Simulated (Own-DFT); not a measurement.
# Response to strain: wurtzite AlGaN with randomly placed atoms, 72 atoms (Al27Ga9N36)

These are calculations, not measurements. They come from Own-DFT, an in-house plane-wave density functional program, since retired, whose code no person has reviewed. Each row is one single-point run on a periodic cell that was not relaxed, without spin or spin-orbit coupling.

Settings of every run: PBE; PseudoDojo norm-conserving scalar-relativistic files (stringent for Ga); cutoff 96 hartree; 4 x 4 x 3 k mesh centred on Gamma; Gaussian smearing of 0.01 eV.

Known limits: forces on such cells passed a denser k mesh, each cell not checked; stress not checked against mesh or cutoff.

Unstrained cell vectors in Å: (9.394, 0.000, 0.000); (-4.697, 8.135, 0.000); (0.000, 0.000, 10.066). The unstrained cell has measured lattice constants (interpolated for alloys), not those of this functional. That, the random moves and any unrelaxed bonds set the pressure at no strain. Each run strains this cell uniformly, with the atoms carried along. Every atom was also moved at random, by a Gaussian of width 0.05 Å on each axis. The random placing of the alloy's atoms differs from row to row. Strain is the symmetric tensor, in per cent. Stress is positive in tension, and the pressure is minus a third of its trace.

```
run  e_xx (%)  e_yy (%)  e_zz (%)  s_xx (GPa)  s_yy (GPa)  s_zz (GPa)  P (GPa)  E (meV/atom)
  1     -0.25     -0.25      0.00       -7.21       -8.21       -5.46     6.96           0.0
  2     -2.50     -2.50      0.00      -25.28      -19.63      -10.68    18.53          62.6
  3     -2.25     -2.25      0.00      -21.24      -20.80       -8.66    16.90          39.7
  4      0.75      0.75      0.00       -0.42       -3.02       -6.77     3.41          12.1
  5      1.25      1.25      0.00        0.65        0.05       -4.95     1.41           8.6
  6      1.75      1.75      0.00        5.56        2.58       -6.79    -0.45           5.9
  7     -2.75     -2.75      0.00      -23.06      -26.13      -10.59    19.93          64.5
  8      2.50      2.50      0.00        5.79        6.46       -3.02    -3.08          10.9
  9     -1.25     -1.25      0.00           ?           ?           ?        ?             ?
```

E is the free energy for each atom above the lowest run shown.

## Worked fit

The change of volume is close to e_xx + e_yy + e_zz. A straight line through the runs shown gives P = 7.20 - 222 x (fractional change of volume) GPa, with an error of 7 on the slope and a scatter of 0.78 GPa. The strain isn't the same on all axes and the cell isn't cubic, so the slope belongs to this path and is not the bulk modulus.

## Withheld run

Question: what pressure should run 9 give? Its volume changes by -2.48 %.

The line gives 12.7 GPa. The calculation gave 11.69 GPa.
